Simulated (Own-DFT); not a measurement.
# Point defects and the pressure they add: C40 NbSi2

Everything here is calculated. The program is Own-DFT (plane waves, in-house, since retired, never reviewed by a person); positions were held fixed, and spin and spin-orbit coupling were off.

All runs used: PBEsol; PseudoDojo norm-conserving scalar-relativistic files, made for PBE; cutoff 42 hartree; 4 x 4 x 5 k mesh centred on Gamma; cold (Marzari-Vanderbilt) smearing of 0.2 eV.

Caveats: forces on such cells failed a check on a denser k mesh; stress not checked against mesh or cutoff.

All runs share one cell, with vectors in Å (0.000, 8.324, 0.000); (-9.613, 0.000, 0.000); (0.000, 0.000, 6.586) and a volume of 527.0 Å³. Atoms were moved at random from their sites; u is the rms move along one axis. The defect's site can differ from row to row.

```
                    cell   formula   u (Å)  P (GPa)
               no defect  Nb12Si24  0.0192    -2.18
               no defect  Nb12Si24  0.0440    -1.40
               no defect  Nb12Si24  0.0495    -1.02
two Si on a Nb site each  Nb10Si26  0.0344    -1.35
two Si on a Nb site each  Nb10Si26  0.0457    -1.08
two Si on a Nb site each  Nb10Si26  0.0481    -1.37
two Nb on a Si site each  Nb14Si22  0.0256     3.42
two Nb on a Si site each  Nb14Si22  0.0306     3.54
two Nb on a Si site each  Nb14Si22  0.0551     4.74
        two Nb vacancies  Nb10Si24  0.0306    -3.20
        two Nb vacancies  Nb10Si24  0.0310    -3.18
        two Nb vacancies  Nb10Si24  0.0481    -2.67
          one Si vacancy  Nb12Si23  0.0294    -2.69
          one Si vacancy  Nb12Si23  0.0320        ?
          one Si vacancy  Nb12Si23  0.0520    -1.38
          one Si vacancy  Nb12Si23  0.0567    -1.47
```

## Analysis

P = P0 + c u² + a shift for each defect gives P0 = -2.33 GPa, c = 507 ± 56 GPa/Å² and a scatter of 0.18 GPa. The shifts, and each times the cell's volume:

- two Nb on a Si site each: 5.45 ± 0.15 GPa, 17.9 eV (9.0 eV for each of its 2 sites)
- two Si on a Nb site each: 0.12 ± 0.15 GPa, 0.4 eV (0.2 eV for each of its 2 sites) (not resolved)
- one Si vacancy: -0.66 ± 0.16 GPa, -2.2 eV
- two Nb vacancies: -1.39 ± 0.15 GPa, -4.6 eV (-2.3 eV for each of its 2 sites)

Against the defect-free cell, a freed cell would be larger where the shift is positive and smaller where it is negative (160.2 GPa Å³ is 1 eV). The atoms around the defects weren't relaxed, which would change these numbers.

## Withheld run

Question: what pressure belongs in the blank (one Si vacancy, u = 0.0320 Å)?

The fit gives -2.47 ± 0.22 GPa. The run itself gave -2.65 GPa.
